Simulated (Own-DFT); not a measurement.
# Computed records: GaP (zincblende, strained, atoms displaced)

All values are calculated (Own-DFT development build). A calculation, not a measurement: plane-wave PBE density functional theory by an unreviewed code, no spin, of a simulated periodic cell, stress positive in tension, free energy of the whole cell less one offset for each atom, forces on such cells passed a denser k mesh, this cell's mesh not checked; offsets are fitted by least squares, one for each functional and potential file, so energies compare only between cells with the same atoms and settings and are not formation energies; the far tail of each file's local potential was reset to the Coulomb form; each entry is a single point on an unrelaxed cell, so the pressure reflects the starting lattice, mostly measured values (interpolated for alloys), from which strain is counted, and rises with the displacements; printed positions are rounded, which can move forces by about a meV/angstrom; the program, named Own-DFT, is a retired in-house code; no spin-orbit coupling.

### GaP (zincblende, strained, atoms displaced)

```xyz
64
Lattice="10.8620 0.0000 0.0000 0.0000 10.8620 0.0000 0.0000 0.0000 10.9361" Properties=species:S:1:pos:R:3 GaP
Ga     0.0448    10.8158    10.8284
Ga     0.0115     2.8076     2.7059
Ga     2.8237    10.7825     2.6638
Ga     2.7339     2.5720    10.8416
P      1.2829     1.2663     1.5228
P      1.3648     4.1218     4.1336
P      4.0785     1.4230     4.0984
P      3.9907     4.1990     1.3633
Ga    10.8082    10.8211     5.4941
Ga    10.8223     2.7734     8.2939
Ga     2.6747    10.8052     8.1223
Ga     2.6602     2.6661     5.5215
P      1.2972     1.4184     6.9370
P      1.4244     4.0478     9.5104
P      4.0657     1.4144     9.6366
P      3.9945     4.0383     6.8857
Ga    10.7793     5.4583     0.0417
Ga    10.7968     8.0489     2.8202
Ga     2.7256     5.5745     2.7884
Ga     2.7052     8.3203    10.8505
P      1.4088     6.7560     1.3528
P      1.3601     9.3553     4.1734
P      4.1312     6.7669     4.0615
P      4.0886     9.5493     1.4272
Ga     0.0235     5.4958     5.6243
Ga    10.6928     8.3437     8.1683
Ga     2.8374     5.3046     8.0719
Ga     2.8071     8.1696     5.4122
P      1.2718     6.8688     6.8638
P      1.5120     9.6181     9.6025
P      4.1842     6.6574     9.5300
P      4.1639     9.3756     6.8993
Ga     5.3127    10.8582    10.8298
Ga     5.3758     2.6742     2.6291
Ga     8.0650    10.8369     2.7989
Ga     8.1697     2.7541    10.8556
P      6.7498     1.4069     1.4984
P      6.8279     3.9971     4.0715
P      9.5408     1.4531     4.2078
P      9.4997     4.1465     1.4139
Ga     5.3367     0.0213     5.4043
Ga     5.4373     2.7036     8.0337
Ga     8.1655     0.0075     8.3242
Ga     8.1308     2.7306     5.4979
P      6.6624     1.3054     6.9233
P      6.7021     4.1363     9.5557
P      9.4753     1.3503     9.4443
P      9.4869     4.0395     6.8227
Ga     5.3729     5.6205     0.1466
Ga     5.3247     8.2409     2.8162
Ga     8.0785     5.3255     2.7448
Ga     8.2119     8.1316     0.0492
P      6.6889     6.9340     1.3007
P      6.8086     9.4261     3.9769
P      9.5313     6.7684     4.0314
P      9.5252     9.4087     1.4374
Ga     5.4315     5.5310     5.5582
Ga     5.1975     8.3114     8.2436
Ga     8.0743     5.4090     8.2479
Ga     8.0779     8.1522     5.3294
P      6.8166     6.8596     6.8894
P      6.8404     9.4845     9.5510
P      9.5750     6.9223     9.6274
P      9.5251     9.4913     6.9075
```

Settings of this run: functional PBE, potential files PseudoDojo norm-conserving, scalar-relativistic, standard set, wave cutoff 42 hartree, occupations Fermi-Dirac, smearing width 0.1 eV, hardware one NVIDIA H100 and k mesh 3 x 3 x 3 centred on Gamma.

To be estimated
1. What pressure does the calculation give for GaP (zincblende, strained, atoms displaced)?

Answers
1. 4.71 GPa

Further results for GaP (zincblende, strained, atoms displaced):

| Quantity | Value |
| --- | --- |
| free energy of cell above offsets | -28.325 eV |
| stress xx | -4.86 GPa |
| stress yy | -4.79 GPa |
| stress zz | -4.48 GPa |
| stress yz | 0.95 GPa |
| stress xz | -0.47 GPa |
| stress xy | 1.16 GPa |
| wall time | 595.1 s |

Force:
| element | x (eV/Å) | y (eV/Å) | z (eV/Å) |
| --- | --- | --- | --- |
| Ga | -0.89 | 0.628 | 1.46 |
| Ga | 0.074 | -0.285 | 0.774 |
| Ga | -1.915 | 1.115 | 2.038 |
| Ga | -1.8 | 1.725 | 2.263 |
| P | 0.481 | 0.404 | -1.528 |
| P | 0.076 | 0.251 | 0.261 |
| P | -0.812 | -0.524 | -0.136 |
| P | 0.103 | -1.213 | -0.032 |
| Ga | 0.895 | 0.378 | 0.03 |
| Ga | 0.21 | 0.331 | -0.742 |
| Ga | 1.062 | 1.21 | -0.217 |
| Ga | -0.211 | 0.325 | -0.476 |
| P | 0.043 | -0.973 | -0.774 |
| P | -0.547 | 0.498 | 1.001 |
| P | 0.897 | -1.081 | -2.752 |
| P | 2.004 | -1.154 | -2.828 |
| Ga | 1.396 | -0.02 | -0.539 |
| Ga | 1.666 | 0.553 | -1.325 |
| Ga | -0.557 | -1.338 | -0.276 |
| Ga | 1.19 | -2.68 | 1.417 |
| P | -0.542 | 1.257 | -0.366 |
| P | -0.116 | 1.683 | -0.849 |
| P | 0.018 | 0.439 | 1.096 |
| P | 0.552 | -0.908 | -1.861 |
| Ga | -0.592 | -0.633 | -1.34 |
| Ga | 3.175 | -2.338 | 2.285 |
| Ga | -2.573 | 2.66 | 2.119 |
| Ga | -0.414 | -1.086 | 0.907 |
| P | 1.579 | 0.357 | 0.815 |
| P | -2.097 | -0.446 | -1.443 |
| P | -1.878 | 1.72 | -0.563 |
| P | -3.151 | 3.637 | -3.804 |
| Ga | 1.78 | -0.102 | 1.132 |
| Ga | -0.553 | 1.79 | 0.808 |
| Ga | 1.568 | 1.039 | -0.65 |
| Ga | -0.539 | -0.05 | 0.669 |
| P | 0.946 | -1.173 | -2.408 |
| P | -1.537 | 0.32 | 0.719 |
| P | -0.322 | -1.034 | -0.991 |
| P | -0.281 | -0.922 | -1.011 |
| Ga | 0.962 | -0.615 | 0.349 |
| Ga | -0.645 | 0.912 | 2.31 |
| Ga | -1.033 | -0.564 | -1.668 |
| Ga | -0.519 | -0.495 | 0.416 |
| P | 1.838 | -0.941 | -1.592 |
| P | -0.258 | -0.482 | 0.621 |
| P | 0.829 | 0.455 | 2.094 |
| P | -0.113 | 0.702 | 0.798 |
| Ga | 0.282 | -1.915 | -0.57 |
| Ga | 0.528 | -0.983 | -1.111 |
| Ga | -0.199 | 1.649 | -0.234 |
| Ga | -0.655 | 0.376 | -0.08 |
| P | 1.14 | -0.181 | 1.876 |
| P | -0.939 | 1.198 | 1.691 |
| P | -1.377 | -1.355 | 1.572 |
| P | 0.052 | 1.463 | -0.362 |
| Ga | 0.577 | -1.048 | -0.305 |
| Ga | 4.117 | -3.485 | 3.117 |
| Ga | 1.002 | 0.542 | -0.202 |
| Ga | 0.94 | -0.842 | 1.132 |
| P | -0.518 | 0.514 | -0.075 |
| P | -0.937 | -0.106 | 0.739 |
| P | -0.555 | -1.154 | -0.794 |
| P | -2.904 | 1.993 | -2.606 |
